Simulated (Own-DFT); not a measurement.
GaN (wurtzite, atoms displaced) (calculated)

Computed with Own-DFT development build. A calculation, not a measurement: plane-wave PBE density functional theory by an unreviewed code, no spin, of a simulated periodic cell, stress positive in tension, free energy of the whole cell less one offset for each atom, forces on such cells passed a denser k mesh, this cell's mesh not checked; offsets are fitted by least squares, one for each functional and potential file, so energies compare only between cells with the same atoms and settings and are not formation energies; the far tail of each file's local potential was reset to the Coulomb form; each entry is a single point on an unrelaxed cell, so the pressure reflects the starting lattice, mostly measured values (interpolated for alloys), from which strain is counted, and rises with the displacements; printed positions are rounded, which can move forces by about a meV/angstrom; the program, named Own-DFT, is a retired in-house code; no spin-orbit coupling.

```cif
# cell vector a (Å): 12.7560 0.0000 0.0000
# cell vector b (Å): -4.7835 8.2853 0.0000
# cell vector c (Å): 0.0000 0.0000 10.3700
data_GaN
_symmetry_space_group_name_H-M 'P 1'
_symmetry_Int_Tables_number 1
_cell_length_a 12.7560
_cell_length_b 9.5670
_cell_length_c 10.3700
_cell_angle_alpha 90.000
_cell_angle_beta 90.000
_cell_angle_gamma 120.000
_cell_volume 1095.98
loop_
_atom_site_label
_atom_site_type_symbol
_atom_site_fract_x
_atom_site_fract_y
_atom_site_fract_z
_atom_site_occupancy
Ga1 Ga 0.08717 0.22845 0.00902 1
Ga2 Ga 0.16658 0.10676 0.25476 1
N1 N 0.07756 0.21986 0.18260 1
N2 N 0.16226 0.11589 0.43442 1
Ga3 Ga 0.09331 0.23422 0.50244 1
Ga4 Ga 0.16385 0.10042 0.76050 1
N3 N 0.08154 0.23303 0.68387 1
N4 N 0.17134 0.10970 0.94993 1
Ga5 Ga 0.08495 0.55630 0.00763 1
Ga6 Ga 0.16818 0.43599 0.25163 1
N5 N 0.08893 0.55341 0.19085 1
N6 N 0.16685 0.44667 0.44314 1
Ga7 Ga 0.08326 0.55553 0.50445 1
Ga8 Ga 0.16556 0.44935 0.74311 1
N7 N 0.07693 0.54715 0.68402 1
N8 N 0.16876 0.44262 0.93309 1
Ga9 Ga 0.07298 0.88016 0.00340 1
Ga10 Ga 0.16867 0.78088 0.25288 1
N9 N 0.07448 0.88353 0.19642 1
N10 N 0.17156 0.77543 0.43530 1
Ga11 Ga 0.08651 0.88113 0.50501 1
Ga12 Ga 0.16698 0.78908 0.75962 1
N11 N 0.08085 0.89359 0.68114 1
N12 N 0.17143 0.78226 0.94406 1
Ga13 Ga 0.32360 0.22471 0.00096 1
Ga14 Ga 0.41180 0.11083 0.25209 1
N13 N 0.33282 0.22039 0.19116 1
N14 N 0.41898 0.09932 0.43884 1
Ga15 Ga 0.33923 0.22394 0.50123 1
Ga16 Ga 0.41746 0.11376 0.75541 1
N15 N 0.32700 0.22492 0.69049 1
N16 N 0.42500 0.11051 0.93507 1
Ga17 Ga 0.33791 0.55915 0.99496 1
Ga18 Ga 0.41951 0.44398 0.24405 1
N17 N 0.33235 0.56208 0.18713 1
N18 N 0.41955 0.44661 0.43837 1
Ga19 Ga 0.32872 0.54029 0.49861 1
Ga20 Ga 0.41289 0.44811 0.74503 1
N19 N 0.33637 0.55705 0.68767 1
N20 N 0.41652 0.44389 0.93234 1
Ga21 Ga 0.33915 0.89355 0.99618 1
Ga22 Ga 0.41438 0.78315 0.24716 1
N21 N 0.33665 0.89761 0.19379 1
N22 N 0.42472 0.78393 0.44176 1
Ga23 Ga 0.34044 0.89101 0.50076 1
Ga24 Ga 0.40531 0.76301 0.75573 1
N23 N 0.33414 0.88734 0.68518 1
N24 N 0.41447 0.77548 0.94580 1
Ga25 Ga 0.57294 0.21495 0.99834 1
Ga26 Ga 0.66541 0.10988 0.23699 1
N25 N 0.59454 0.22679 0.18312 1
N26 N 0.67386 0.12545 0.43634 1
Ga27 Ga 0.58794 0.21792 0.50445 1
Ga28 Ga 0.66840 0.10945 0.75148 1
N27 N 0.58878 0.23201 0.69066 1
N28 N 0.66904 0.10995 0.93202 1
Ga29 Ga 0.57626 0.54734 0.00221 1
Ga30 Ga 0.67119 0.45365 0.25473 1
N29 N 0.58054 0.54525 0.18988 1
N30 N 0.66870 0.43251 0.43975 1
Ga31 Ga 0.57345 0.53702 0.49630 1
Ga32 Ga 0.66955 0.44968 0.74422 1
N31 N 0.59146 0.56595 0.68676 1
N32 N 0.66783 0.45111 0.94006 1
Ga33 Ga 0.58348 0.88822 0.99139 1
Ga34 Ga 0.66533 0.77528 0.24544 1
N33 N 0.57789 0.89174 0.19122 1
N34 N 0.66781 0.78663 0.44250 1
Ga35 Ga 0.57231 0.87971 0.49061 1
Ga36 Ga 0.66902 0.78590 0.74647 1
N35 N 0.58186 0.88296 0.69957 1
N36 N 0.66156 0.76905 0.93589 1
Ga37 Ga 0.83388 0.22831 0.00257 1
Ga38 Ga 0.92131 0.11332 0.25630 1
N37 N 0.82296 0.22289 0.18368 1
N38 N 0.91939 0.11810 0.43837 1
Ga39 Ga 0.83829 0.22460 0.50117 1
Ga40 Ga 0.91114 0.10826 0.74980 1
N39 N 0.84045 0.22528 0.68460 1
N40 N 0.92786 0.11989 0.93253 1
Ga41 Ga 0.84059 0.55847 0.00453 1
Ga42 Ga 0.91981 0.44423 0.25267 1
N41 N 0.83978 0.56140 0.18753 1
N42 N 0.91544 0.44334 0.43496 1
Ga43 Ga 0.82722 0.55201 0.50345 1
Ga44 Ga 0.91815 0.45378 0.75170 1
N43 N 0.83517 0.55339 0.68324 1
N44 N 0.91436 0.45220 0.93689 1
Ga45 Ga 0.82847 0.88714 0.00852 1
Ga46 Ga 0.91924 0.78749 0.25226 1
N45 N 0.83008 0.88022 0.19101 1
N46 N 0.91558 0.77472 0.43409 1
Ga47 Ga 0.83181 0.88900 0.50527 1
Ga48 Ga 0.91906 0.78667 0.73957 1
N47 N 0.83272 0.88620 0.69029 1
N48 N 0.90949 0.77779 0.93729 1
_calc_functional 'PBE'
_calc_potential_files 'PseudoDojo norm-conserving, scalar-relativistic, standard set with the stringent files for Ga'
_calc_wave_cutoff 96  # hartree
_calc_occupations 'Gaussian'
_calc_smearing_width 0.01  # eV
_calc_k_mesh '3 x 4 x 3 centred on Gamma'
_calc_free_energy_of_cell_above_offsets '-3.293'  # eV
_calc_pressure 7.47  # GPa
_calc_stress_xx -8.11  # GPa
_calc_stress_yy -6  # GPa
_calc_stress_zz -8.3  # GPa
_calc_stress_yz -0.26  # GPa
_calc_stress_xz -0.61  # GPa
_calc_stress_xy -0.72  # GPa
```

Force:
```tsv
element	x (eV/Å)	y (eV/Å)	z (eV/Å)
Ga	-0.326	-0.284	-2.968
Ga	-0.637	0.102	-0.871
N	1.332	0.024	2.374
N	1.956	-0.684	1.136
Ga	-1.382	-1.797	0.23
Ga	-1.3	2.206	-0.806
N	1.196	-1.698	1.125
N	-2.425	-1.67	-1.422
Ga	0.281	-0.451	-1.196
Ga	-0.439	0.944	0.109
N	-0.48	0.22	0.319
N	0.287	0.476	-1.241
Ga	-0.792	0.022	-1.334
Ga	0.23	-0.719	1.046
N	0.247	2.31	1.267
N	-0.224	0.804	0.53
Ga	0.428	0.456	0.51
Ga	-0.169	-0.523	-0.656
N	2.389	1.207	-1.4
N	-0.231	0.33	1.137
Ga	-0.841	0.637	-2.661
Ga	0.693	-1.288	-1.408
N	1.084	-0.299	2.007
N	-0.882	-0.181	-0.024
Ga	3.399	0.907	0.545
Ga	2.207	0.925	0.006
N	-0.719	0.383	-0.57
N	-1.014	2.419	0.054
Ga	-0.62	-1.245	-0.193
Ga	0.42	0.321	-1.709
N	1.095	-0.622	-0.097
N	-3.607	-0.955	0.103
Ga	-0.894	-1.027	0.824
Ga	-1.357	0.225	0.707
N	1.012	-1.05	0.084
N	-1.113	-1.548	-1.087
Ga	0.02	2.39	0.159
Ga	2.147	-0.206	0.464
N	-1.323	-0.624	-0.814
N	-0.528	-0.459	0.671
Ga	-0.649	-0.027	1.392
Ga	0.495	-0.38	0.816
N	-0.814	-0.823	-1.397
N	-3.97	-3.39	-1.733
Ga	-0.568	-1.432	0.089
Ga	1.103	2.4	-0.321
N	-0.712	0.202	1.38
N	0.096	0.35	-1.131
Ga	3.578	2.834	0.728
Ga	-0.356	-0.053	2.451
N	-3.029	0.436	0.318
N	0.501	-2.133	-0.391
Ga	-0.354	-0.328	-0.16
Ga	0.03	0.324	-1.254
N	-0.427	-1.456	-0.05
N	-0.35	0.268	1.364
Ga	1.387	0.544	-0.825
Ga	1.586	-1.476	-0.93
N	-0.243	1.329	-0.137
N	-1.985	1.102	-0.315
Ga	2.453	2.851	1.142
Ga	-0.221	0.426	1.716
N	-1.168	-1.363	-0.577
N	0.448	-0.892	-0.389
Ga	0.399	0.234	0.785
Ga	-0.929	0.287	1.23
N	1.319	-1.202	-1.322
N	0.477	-1.719	-1.052
Ga	4.27	3.464	2.339
Ga	0.373	-1.285	0.638
N	-1.865	0.721	-1.457
N	0.161	0.686	0.832
Ga	0.459	-0.447	-1.23
Ga	-1.92	-0.566	-0.678
N	3.243	0.55	0.452
N	1.084	-0.656	0.324
Ga	-0.921	0.007	-0.444
Ga	1.224	0.836	-0.129
N	-1.562	0.188	0.923
N	-1.306	-0.897	1.516
Ga	-2.624	0.06	-0.233
Ga	-0.708	0.047	-0.467
N	-0.297	0.106	0.898
N	0.462	0.721	0.9
Ga	1.438	0.453	-1.401
Ga	0.286	-1.537	-0.162
N	-0.462	1.263	0.89
N	2.078	-0.562	0.101
Ga	-0.025	0.536	-1.723
Ga	-0.595	-2.29	0.484
N	-0.688	1.558	0.031
N	-0.019	0.357	1.838
Ga	0.216	0.328	-1.242
Ga	-0.302	-1.837	1.673
N	-0.282	0.94	-0.415
N	1.067	0.37	-0.627
```
